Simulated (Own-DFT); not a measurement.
# Slab less bulk: wurtzite GaN, m plane (10-10)

Source: density functional calculations with Own-DFT, an unreviewed in-house program that is no longer used. Nothing was measured or relaxed, and spin and spin-orbit coupling are left out.

Keep in mind (not all hold for every row): some atoms lie very close together; k mesh not checked against a denser one; forces on such cells passed a denser k mesh, each cell not checked.

Both sets of runs: PBE; PseudoDojo norm-conserving scalar-relativistic files (stringent for Ga); cutoff 96 hartree; Gaussian smearing of 0.01 eV. The slab has 64 atoms in 16 layers, two equal faces of 33.07 Å² as cut, 15 Å of vacuum, a dipole correction along the normal and a 6 x 6 x 1 mesh. The bulk cell has 96 atoms, the same measured lattice constants and a 3 x 4 x 3 mesh. In the slab only the 16 atoms nearest the faces were moved at random; u is their rms move along one axis. Energies are counted from -3520.29 eV for each atom.

```
slab run,u (Å),E (eV, cell)
1,0.0425,8.384
2,0.0453,8.766
3,0.0460,8.377
4,0.0477,8.612
5,0.0558,9.072
6,0.0633,9.269
7,0.0979,10.699
8,0.1034,13.082
9,0.1040,11.417
10,0.1046,11.381
11,0.1046,12.757
12,0.1057,10.368
```

| bulk run | u (Å) | E (meV/atom) |
|---|---|---|
| 1 | 0.0184 | 0.99 |
| 2 | 0.0192 | 1.04 |
| 3 | 0.0197 | 2.18 |
| 4 | 0.0201 | 1.35 |
| 5 | 0.0202 | 1.70 |
| 6 | 0.0495 | 63.38 |
| 7 | 0.0495 | 58.89 |
| 8 | 0.0516 | 66.48 |
| 9 | 0.0519 | 68.52 |
| 10 | 0.0526 | 66.97 |

Question: what is the energy of the unrelaxed surface?

## Worked answer

Take each set to u = 0 with E = a + b u². Residuals are scaled by 1/(u² + 0.0006 Å²) to tame the large moves. Slab: a = 7.81 ± 0.15 eV. Bulk: a = -9.4 ± 0.4 meV/atom. The excess is 7.81 - 64 x (-0.0094) = 8.41 ± 0.15 eV. Over two faces that is 127 meV/Å², or 2.04 ± 0.04 J/m². Relaxing the faces would lower the energy, and the unlike meshes and the reach from the smallest u down to zero add errors that aren't counted here.
